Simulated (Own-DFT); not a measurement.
## Calculated data, Si₃N₄ (beta silicon nitride, atoms displaced)

A calculation, not a measurement: plane-wave PBE density functional theory by an unreviewed code, no spin, of a simulated periodic cell, stress positive in tension, free energy of the whole cell less one offset for each atom, forces on such cells passed a denser k mesh, this cell's mesh not checked; offsets are fitted by least squares, one for each functional and potential file, so energies compare only between cells with the same atoms and settings and are not formation energies; the far tail of each file's local potential was reset to the Coulomb form; each entry is a single point on an unrelaxed cell, so the pressure reflects the starting lattice, mostly measured values (interpolated for alloys), from which strain is counted, and rises with the displacements; printed positions are rounded, which can move forces by about a meV/angstrom; the program, named Own-DFT, is a retired in-house code; no spin-orbit coupling. Program: Own-DFT development build.

Common to all runs: functional PBE; potential files PseudoDojo norm-conserving, scalar-relativistic, standard set; wave cutoff 42 hartree; occupations Fermi-Dirac; smearing width 0.1 eV; k mesh 3 x 3 x 3 centred on Gamma.

(1) Si₃N₄ (beta silicon nitride, atoms displaced)

```
Si3N4
1.0
      7.6060     0.0000     0.0000
     -3.8030     6.5870     0.0000
      0.0000     0.0000     8.7270
Si N Si N Si N
6 8 6 8 6 8
Direct
  0.17807 0.74932 0.08650
  0.24929 0.39340 0.08093
  0.59499 0.82992 0.09244
  0.82756 0.24809 0.23372
  0.78909 0.60187 0.24699
  0.39873 0.16104 0.23749
  0.33955 0.01835 0.10131
  0.98257 0.31831 0.08212
  0.69604 0.65813 0.08246
  0.66829 0.97046 0.26003
  0.02300 0.69727 0.26820
  0.31033 0.32130 0.24661
  0.36104 0.67580 0.06663
  0.67185 0.35332 0.24896
  0.17561 0.76315 0.42319
  0.21832 0.42201 0.42077
  0.59547 0.83382 0.40471
  0.83494 0.25192 0.57932
  0.80179 0.62165 0.58226
  0.41650 0.18798 0.57756
  0.31574 0.01175 0.42517
  0.97329 0.32368 0.41964
  0.69469 0.66454 0.41383
  0.67108 0.97538 0.58710
  0.05151 0.68934 0.59882
  0.28595 0.32444 0.56215
  0.34664 0.67451 0.43128
  0.68763 0.35042 0.57627
  0.13292 0.76121 0.76002
  0.21270 0.36520 0.72802
  0.59101 0.83974 0.75545
  0.82677 0.24148 0.92079
  0.75147 0.60184 0.92049
  0.40860 0.15456 0.92642
  0.31070 0.03906 0.76410
  0.98068 0.31076 0.74327
  0.68497 0.64822 0.74807
  0.66483 0.96786 0.92748
  0.01342 0.69185 0.91350
  0.30480 0.34521 0.91608
  0.32602 0.63926 0.74649
  0.67414 0.34691 0.91507
```

The calculation gives: free energy of cell above offsets 5.534 eV; pressure 11.91 GPa; stress xx -12.1 GPa; stress yy -6.35 GPa; stress zz -17.29 GPa; stress yz -2.22 GPa; stress xz 1.02 GPa; stress xy -2.3 GPa.

Force:
```tsv
element	x (eV/Å)	y (eV/Å)	z (eV/Å)
Si	-0.461	-0.141	-0.437
Si	-2.343	2.613	1.211
Si	3.843	0.73	-0.281
Si	-0.441	-0.569	4.183
Si	-7.36	-0.588	0.895
Si	1.079	4.92	9.38
N	-0.009	-4.843	-7.402
N	0.622	0.011	-0.42
N	-2.102	3.094	3.691
N	0.418	5.091	-5.923
N	6.147	2.16	-2.866
N	-3.503	1.556	0.88
N	-5.58	-4.392	1.811
N	0.869	-5.491	-0.741
Si	1.522	-0.174	1.618
Si	4.402	-0.802	-2.912
Si	2.046	-2.83	8.194
Si	0.46	-3.599	1.585
Si	-4.003	-2.593	-0.191
Si	0.295	-0.87	0.475
N	0.679	4.325	-1.361
N	-1.372	-1.021	-3.486
N	1.066	1.432	0.078
N	0.306	1.538	-1.313
N	-4.039	-1.4	-7.467
N	3.203	-2.335	0.991
N	-2.219	-0.31	-2.063
N	-3.912	0.053	0.261
Si	9.793	4.136	1.609
Si	2.222	5.841	5.153
Si	-0.846	-4.925	-1.756
Si	1.074	0.047	-2.284
Si	2.131	-2.012	-3.073
Si	-0.997	4.451	0.307
N	0.261	-2.046	-3.444
N	-4.427	-2.781	1.719
N	-0.422	3.066	-0.875
N	0.503	3.21	-0.698
N	-0.894	-0.339	6.795
N	3.455	-4.108	-2.983
N	-1.022	3.212	0.526
N	-0.444	-3.318	0.614
```

(2) Si₃N₄ (beta silicon nitride, atoms displaced)

```
Si3N4
1.0
      7.6060     0.0000     0.0000
     -3.8030     6.5870     0.0000
      0.0000     0.0000     8.7270
Si N Si N Si N
6 8 6 8 6 8
Direct
  0.14711 0.76388 0.10102
  0.21301 0.40519 0.06957
  0.59242 0.82818 0.06971
  0.83891 0.22707 0.23532
  0.78427 0.58945 0.27337
  0.40808 0.19006 0.24620
  0.34400 0.05016 0.08901
  0.97806 0.31158 0.08956
  0.68951 0.67988 0.06961
  0.69747 0.97759 0.23308
  0.01094 0.67324 0.24126
  0.29807 0.33132 0.24527
  0.32588 0.66669 0.10704
  0.68398 0.34264 0.23506
  0.17570 0.77164 0.41357
  0.22068 0.41032 0.40237
  0.59128 0.81814 0.42247
  0.81961 0.23959 0.60552
  0.77214 0.62141 0.58970
  0.40290 0.17709 0.56640
  0.32557 0.03634 0.42493
  0.96168 0.27384 0.41113
  0.69086 0.65590 0.43258
  0.67567 0.98070 0.57319
  0.03891 0.70439 0.57690
  0.28628 0.33212 0.59058
  0.33762 0.66472 0.39387
  0.65622 0.33032 0.55124
  0.18348 0.79964 0.76425
  0.21564 0.40314 0.73777
  0.61410 0.83712 0.73643
  0.81365 0.23141 0.90540
  0.76773 0.57093 0.93834
  0.39922 0.16337 0.91296
  0.34819 0.03264 0.73234
  0.95800 0.27327 0.75450
  0.70220 0.66027 0.76016
  0.67440 0.96970 0.90355
  0.03695 0.68256 0.90557
  0.31032 0.34512 0.93008
  0.33135 0.66719 0.75667
  0.65455 0.28880 0.90378
```

The calculation gives: free energy of cell above offsets 7.783 eV; pressure 13.86 GPa; stress xx -15.74 GPa; stress yy -10.42 GPa; stress zz -15.42 GPa; stress yz -0.64 GPa; stress xz 5.81 GPa; stress xy -3.56 GPa.

Force:
```tsv
element	x (eV/Å)	y (eV/Å)	z (eV/Å)
Si	7.942	3.384	-8.235
Si	4.692	3.735	3.945
Si	-2.625	0.279	1.4
Si	-3.007	-0.6	5.411
Si	-8.905	-2.412	-1.402
Si	1.857	0.729	1.692
N	-1.137	-5.157	-1.39
N	-3.306	-1.023	-6.157
N	5.118	-3.24	2.56
N	-1.186	-3.349	1.687
N	3.111	2.693	6.239
N	-0.953	0.561	-0.116
N	-1.148	1.359	-2.254
N	-1.658	-1.844	0.171
Si	1.633	0.042	0.515
Si	0.983	-2.46	1.852
Si	0.294	1.966	-4.041
Si	-1.776	-0.202	-8.41
Si	5.068	-4.274	2.616
Si	-1.251	4.339	5.572
N	-0.295	-4.014	-7.642
N	-0.346	1.811	1.638
N	-2.132	2.213	-4.737
N	0.201	-1.607	1.311
N	-1.683	-0.297	1.935
N	2.657	-1.469	-4.907
N	-1.899	2.079	1.916
N	1.84	2.367	2.717
Si	3.236	-5.12	-5.604
Si	1.391	2.979	4.872
Si	-2.017	-3.366	2.526
Si	9.472	-4.23	4.331
Si	-1.923	0.785	-3.388
Si	-2.062	1.682	-0.222
N	-1.09	3.231	2.704
N	1.701	1.986	0.408
N	-0.297	0.874	0.109
N	-0.007	0.308	0.544
N	-3.532	-1.002	5.947
N	1.865	-2.667	-5.764
N	-0.018	1.266	-0.957
N	-8.808	7.663	0.61
```

(3) Si₃N₄ (beta silicon nitride, atoms displaced)

```
Si3N4
1.0
      7.6060     0.0000     0.0000
     -3.8030     6.5870     0.0000
      0.0000     0.0000     8.7270
Si N Si N Si N
6 8 6 8 6 8
Direct
  0.15970 0.76118 0.08286
  0.22867 0.40105 0.08156
  0.58949 0.81819 0.09802
  0.81737 0.23487 0.26162
  0.77825 0.59831 0.24916
  0.40252 0.18690 0.25321
  0.31786 0.99671 0.07884
  0.96129 0.32393 0.08609
  0.70612 0.67697 0.10364
  0.66292 0.95102 0.23894
  0.01861 0.69859 0.23470
  0.29535 0.31295 0.24863
  0.31253 0.64993 0.07005
  0.66195 0.32198 0.25602
  0.18552 0.79144 0.41037
  0.22657 0.41163 0.42347
  0.59505 0.83293 0.42673
  0.82101 0.21456 0.57706
  0.76700 0.59332 0.58049
  0.40013 0.16350 0.58799
  0.32881 0.01345 0.43318
  0.95729 0.29270 0.40440
  0.69689 0.65509 0.42262
  0.66021 0.97005 0.57022
  0.00370 0.67532 0.59716
  0.29674 0.34489 0.60237
  0.32211 0.66323 0.40580
  0.65656 0.33452 0.56931
  0.17466 0.79663 0.76357
  0.22034 0.41867 0.74300
  0.60386 0.83413 0.76848
  0.82774 0.23821 0.91919
  0.78141 0.58193 0.90227
  0.42120 0.18629 0.90576
  0.33126 0.03249 0.75925
  0.96533 0.28515 0.73361
  0.66248 0.65222 0.75061
  0.64269 0.95503 0.91177
  0.04452 0.71375 0.92012
  0.26294 0.32179 0.91782
  0.34458 0.67460 0.73757
  0.67344 0.35303 0.91841
```

The calculation gives: free energy of cell above offsets 8.211 eV; pressure 17.03 GPa; stress xx -10.6 GPa; stress yy -23.25 GPa; stress zz -17.23 GPa; stress yz -8.41 GPa; stress xz -1.21 GPa; stress xy -2.35 GPa.

Force:
```tsv
element	x (eV/Å)	y (eV/Å)	z (eV/Å)
Si	3.808	-2.283	0.619
Si	-2.136	0.251	1.685
Si	-2.003	-5.259	-7.79
Si	-0.228	-3.523	-7.052
Si	-3.185	-2.644	2.828
Si	5.945	-6.026	-1.24
N	0.905	9.789	0.711
N	0.756	-1.458	0.515
N	-0.636	-0.719	-5.398
N	-0.252	7.011	8.961
N	3.209	1.609	5.021
N	-6.344	3.882	1.131
N	1.976	2.088	1.536
N	-3.106	1.776	-0.449
Si	-2.459	-11.88	-0.313
Si	0.83	-1.243	-0.544
Si	0.746	-5.98	-6.772
Si	-2.516	3.375	-1.099
Si	-3.584	-1.914	2.175
Si	-0.783	3.714	0.41
N	-0.087	9.27	-1.388
N	4.224	1.484	5.576
N	-2.605	2.544	-2.541
N	0.388	1.227	6.333
N	5.758	4.646	-0.063
N	3.739	-3.684	-6.985
N	0.599	1.481	0.351
N	1.439	-2.59	1.528
Si	2.827	-6.813	-4.508
Si	0.157	1.551	4.769
Si	-1.771	-5.629	-9.256
Si	0.645	-1.927	-0.849
Si	-3.84	9.943	1.169
Si	-3.997	-0.407	5.074
N	0.478	3.453	-2.793
N	-2.305	-0.291	3.304
N	5.282	-1.048	0.454
N	0.63	7.897	8.694
N	-4.613	-2.78	-1.89
N	4.436	-2.212	-2.573
N	-3.761	1.848	0.7
N	1.434	-8.528	-0.043
```

(4) Si₃N₄ (beta silicon nitride, atoms displaced)

```
Si3N4
1.0
      7.6060     0.0000     0.0000
     -3.8030     6.5870     0.0000
      0.0000     0.0000     8.7270
Si N Si N Si N
6 8 6 8 6 8
Direct
  0.18718 0.76233 0.08589
  0.22357 0.41211 0.07343
  0.59108 0.82106 0.08135
  0.84122 0.25244 0.25942
  0.78194 0.59086 0.24767
  0.38515 0.16039 0.22598
  0.34450 0.04193 0.08336
  0.98189 0.30408 0.08408
  0.71436 0.68910 0.07641
  0.66368 0.92576 0.24625
  0.02447 0.68420 0.24059
  0.30880 0.32751 0.26240
  0.30616 0.64659 0.05545
  0.66410 0.34029 0.22774
  0.18047 0.76824 0.42814
  0.22741 0.41838 0.43365
  0.59878 0.84029 0.42178
  0.83562 0.23666 0.60070
  0.77707 0.58901 0.58806
  0.41113 0.18767 0.55849
  0.34010 0.00039 0.42318
  0.96453 0.31961 0.41083
  0.69860 0.66212 0.42773
  0.64518 0.95862 0.59861
  0.02103 0.68992 0.61131
  0.31628 0.33461 0.59147
  0.31693 0.67283 0.40701
  0.67970 0.35921 0.57829
  0.17425 0.78568 0.74436
  0.20250 0.37623 0.76239
  0.59513 0.82517 0.75434
  0.84329 0.24415 0.91179
  0.74075 0.56501 0.91342
  0.38542 0.17205 0.93055
  0.33859 0.02338 0.75445
  0.98142 0.30636 0.75023
  0.70374 0.66443 0.75302
  0.64268 0.97991 0.91529
  0.03302 0.71072 0.91863
  0.29769 0.34752 0.92496
  0.32523 0.65625 0.72809
  0.65849 0.33783 0.92069
```

Results for Si₃N₄ (beta silicon nitride, atoms displaced): free energy of cell above offsets 11.127 eV; pressure 17 GPa; stress xx -16.14 GPa; stress yy -19.53 GPa; stress zz -15.34 GPa; stress yz -4.69 GPa; stress xz -1.2 GPa; stress xy 0.44 GPa.

Force:
```tsv
element	x (eV/Å)	y (eV/Å)	z (eV/Å)
Si	-6.75	1.362	-2.136
Si	2.903	-1.445	6.434
Si	-0.375	-1.299	-3.369
Si	-4.238	-3.069	-7.04
Si	-5.866	1.85	0.152
Si	1.927	6.631	11.97
N	0.181	-9.019	-4.724
N	-4.248	-2.824	0.216
N	0.664	-2.381	0.289
N	-0.846	6.866	2.262
N	3.692	2.54	2.608
N	-3.49	1.198	-0.832
N	5.781	4.772	1.093
N	1.25	-3.9	1.467
Si	-7.124	-3.658	0.072
Si	2.767	-0.239	-2.439
Si	0.534	-4.492	0.854
Si	-5.135	-1.575	-5.424
Si	-4.327	6.961	0.396
Si	3.54	-2.237	3.715
N	-0.71	8.189	-2.272
N	3.234	-0.017	7.343
N	-0.349	1.418	-1.589
N	1.8	5.497	-3.673
N	0.311	-0.144	-7.972
N	-4.907	0.692	-0.16
N	7.442	-3.228	-0.034
N	2.177	-11.04	-0.163
Si	3.731	-2.628	6.765
Si	10.75	8.604	-3.366
Si	-1.17	-4.311	2.041
Si	-5.124	-2.009	4
Si	1.27	10.61	1.202
Si	2.553	1.27	-7.128
N	-0.98	6.228	-0.435
N	-7.231	-3.457	0.734
N	-2.066	1.331	-0.512
N	2.295	0.155	0.597
N	-0.164	-0.765	0.291
N	3.873	-3.893	-2.317
N	0.173	-0.498	1.504
N	2.255	-8.037	-0.421
```

(5) Si₃N₄ (beta silicon nitride, atoms displaced)

```
Si3N4
1.0
      7.6060     0.0000     0.0000
     -3.8030     6.5870     0.0000
      0.0000     0.0000     8.7270
Si N Si N Si N
6 8 6 8 6 8
Direct
  0.19314 0.78494 0.07338
  0.22024 0.39075 0.08546
  0.59108 0.82431 0.09380
  0.83576 0.25174 0.24852
  0.77426 0.59664 0.21399
  0.40964 0.17290 0.25455
  0.36041 0.04067 0.07311
  0.93104 0.27697 0.08239
  0.70766 0.69437 0.10159
  0.66348 0.94747 0.26770
  0.02074 0.70507 0.23449
  0.28317 0.31634 0.23691
  0.30949 0.63436 0.07523
  0.67592 0.33228 0.25011
  0.17010 0.77510 0.43818
  0.22651 0.40375 0.41835
  0.58640 0.81090 0.42771
  0.79240 0.22485 0.53490
  0.76077 0.58804 0.56473
  0.39736 0.18067 0.57845
  0.32111 0.02192 0.41674
  0.00641 0.29812 0.38375
  0.70895 0.67676 0.43944
  0.68118 0.98095 0.57297
  0.03205 0.70361 0.57715
  0.33334 0.34389 0.57659
  0.33699 0.64718 0.41804
  0.63012 0.30407 0.58539
  0.15370 0.76109 0.75061
  0.25060 0.40674 0.77041
  0.60335 0.83378 0.75103
  0.81623 0.23968 0.91773
  0.75241 0.58439 0.92645
  0.42193 0.17589 0.93462
  0.31934 0.04245 0.74664
  0.95585 0.26476 0.72797
  0.70346 0.65186 0.76128
  0.66886 0.98121 0.90261
  0.00789 0.67299 0.92335
  0.34385 0.35383 0.92854
  0.36261 0.69194 0.74059
  0.66605 0.33918 0.91923
```

It finds free energy of cell above offsets 13.478 eV; pressure 18.58 GPa; stress xx -21.48 GPa; stress yy -16.71 GPa; stress zz -17.55 GPa; stress yz 6.49 GPa; stress xz -6.84 GPa; stress xy 0.89 GPa.

Force:
```tsv
element	x (eV/Å)	y (eV/Å)	z (eV/Å)
Si	-1.633	-4.183	1.221
Si	-2.029	-1.217	-2.365
Si	-3.526	1.645	-1.687
Si	1.807	-4.697	0.265
Si	5.145	-4.039	11.91
Si	-1.179	0.133	-0.642
N	-0.343	-5.545	8.21
N	5.781	2.237	-1.748
N	-3.242	0.819	-9.363
N	-1.046	3.782	-2.831
N	3.933	1.844	1.667
N	4.069	-1.613	3.89
N	0.171	6.099	0.333
N	-4.449	1.485	0.455
Si	4.993	-0.958	-9.736
Si	10.17	1.879	1.936
Si	0.838	0.034	0.132
Si	4.301	0.815	5.033
Si	4.915	-5.352	12.58
Si	-1.632	-7.462	1.497
N	0.242	2.044	-0.703
N	-12.53	-5.119	1.388
N	-5.095	3.373	-11.77
N	-0.411	-3.182	0.98
N	-4.263	-3.603	5.739
N	-7.29	3.923	0.536
N	-3.931	3.997	0.184
N	8.027	7.094	-1.508
Si	2.786	1.885	1.153
Si	-2.498	0.912	-5.443
Si	3.725	1.053	-2.099
Si	2.605	-1.384	-5.136
Si	-0.092	2.069	-0.915
Si	-2.067	2.981	-10.86
N	-0.263	-2.477	2.39
N	1.139	3.023	2.394
N	-2.536	2.57	-3.665
N	-0.161	-1.047	4.777
N	2.852	2.642	-0.618
N	-2.054	-0.81	0.959
N	-5.617	-5.095	0.838
N	0.392	-0.553	0.622
```

(6) Si₃N₄ (beta silicon nitride, atoms displaced)

```
Si3N4
1.0
      7.6060     0.0000     0.0000
     -3.8030     6.5870     0.0000
      0.0000     0.0000     8.7270
Si N Si N Si N
6 8 6 8 6 8
Direct
  0.17126 0.77292 0.06831
  0.25205 0.41750 0.09318
  0.59388 0.82207 0.08639
  0.82245 0.22135 0.26409
  0.76250 0.57846 0.23748
  0.42381 0.18272 0.24911
  0.33636 0.02799 0.08440
  0.98692 0.31497 0.07779
  0.70717 0.66630 0.07787
  0.64534 0.96838 0.24887
  0.02577 0.68945 0.24581
  0.28692 0.31239 0.26135
  0.31456 0.67528 0.09999
  0.66741 0.33303 0.25557
  0.16535 0.78503 0.41750
  0.21559 0.38861 0.39535
  0.58652 0.82904 0.43131
  0.79268 0.21492 0.55494
  0.75702 0.59343 0.58361
  0.41691 0.16769 0.58168
  0.34748 0.04633 0.39824
  0.95903 0.29461 0.43687
  0.70480 0.66217 0.43965
  0.64502 0.96798 0.58594
  0.02948 0.67565 0.59128
  0.31340 0.33064 0.56706
  0.34704 0.67780 0.41634
  0.64882 0.35871 0.57772
  0.16601 0.76567 0.72363
  0.23616 0.41073 0.75303
  0.58250 0.78880 0.76487
  0.80245 0.22566 0.88383
  0.77390 0.61559 0.92326
  0.42146 0.19062 0.90634
  0.35136 0.03398 0.74925
  0.93897 0.27228 0.75402
  0.70699 0.67788 0.75419
  0.66960 0.97398 0.92295
  0.05007 0.72033 0.92509
  0.30075 0.32895 0.91510
  0.31909 0.67727 0.73647
  0.66873 0.34785 0.92765
```

Q: Give the missing pressure for Si₃N₄ (beta silicon nitride, atoms displaced) (entry 6).
A: 17.16 GPa

Q: What stress xx does the calculation give for Si₃N₄ (beta silicon nitride, atoms displaced) (entry 6)?
A: -16.66 GPa

Q: Si₃N₄ (beta silicon nitride, atoms displaced) (entry 6): stress yy?
A: -13.04 GPa

Q: Give the table of force values for Si₃N₄ (beta silicon nitride, atoms displaced) (entry 6).
A: 
Force:
```tsv
element	x (eV/Å)	y (eV/Å)	z (eV/Å)
Si	2.44	3.13	9.174
Si	-4.347	-1.042	-1.973
Si	-2.89	1.526	0.318
Si	1.156	1.615	-5.828
Si	1.655	2.924	4.367
Si	-2.5	-1.788	-4.436
N	-0.265	3.172	-1.19
N	-1.719	-1.889	1.941
N	-5.15	2.182	4.636
N	2.261	-0.161	2.171
N	-1.095	0.918	0.727
N	3.87	-0.783	-7.4
N	8.238	-2.134	-0.926
N	1.941	0.046	-0.079
Si	3.122	-1.81	-2.657
Si	-1.778	5.275	10.14
Si	2.822	-1.521	-3.37
Si	-3.454	0.811	10.99
Si	4.446	1.836	6.01
Si	-3.726	0.8	-1.345
N	-0.707	-4.462	6.635
N	4.498	2.121	-7.821
N	-5.5	5.421	-10.8
N	0.417	-0.354	1.906
N	-6.756	-2.18	-9.105
N	-3.121	0.108	2.4
N	-5.195	-4.472	-0.468
N	6.252	-7.341	0.29
Si	3.332	5.828	12.45
Si	-2.547	-1.866	-3.3
Si	-7.127	7.36	-0.891
Si	-3.142	-0.638	12.54
Si	6.363	-2.593	-4.378
Si	-1.244	-3.178	2.765
N	-1.086	-0.951	-1.379
N	7.776	4.244	-11.29
N	3.557	-1.918	-0.132
N	-0.061	-3.923	-0.756
N	-7.447	-3.189	-10.97
N	-0.193	1.586	0.529
N	5.966	-3.806	1.694
N	0.939	1.098	-1.186
```

Further results for Si₃N₄ (beta silicon nitride, atoms displaced) (entry 6):

```
free energy of cell above offsets : 12.098 eV
stress zz                         : -21.78 GPa
stress yz                         : 0.27 GPa
stress xz                         : 0.17 GPa
stress xy                         : -2.48 GPa
```
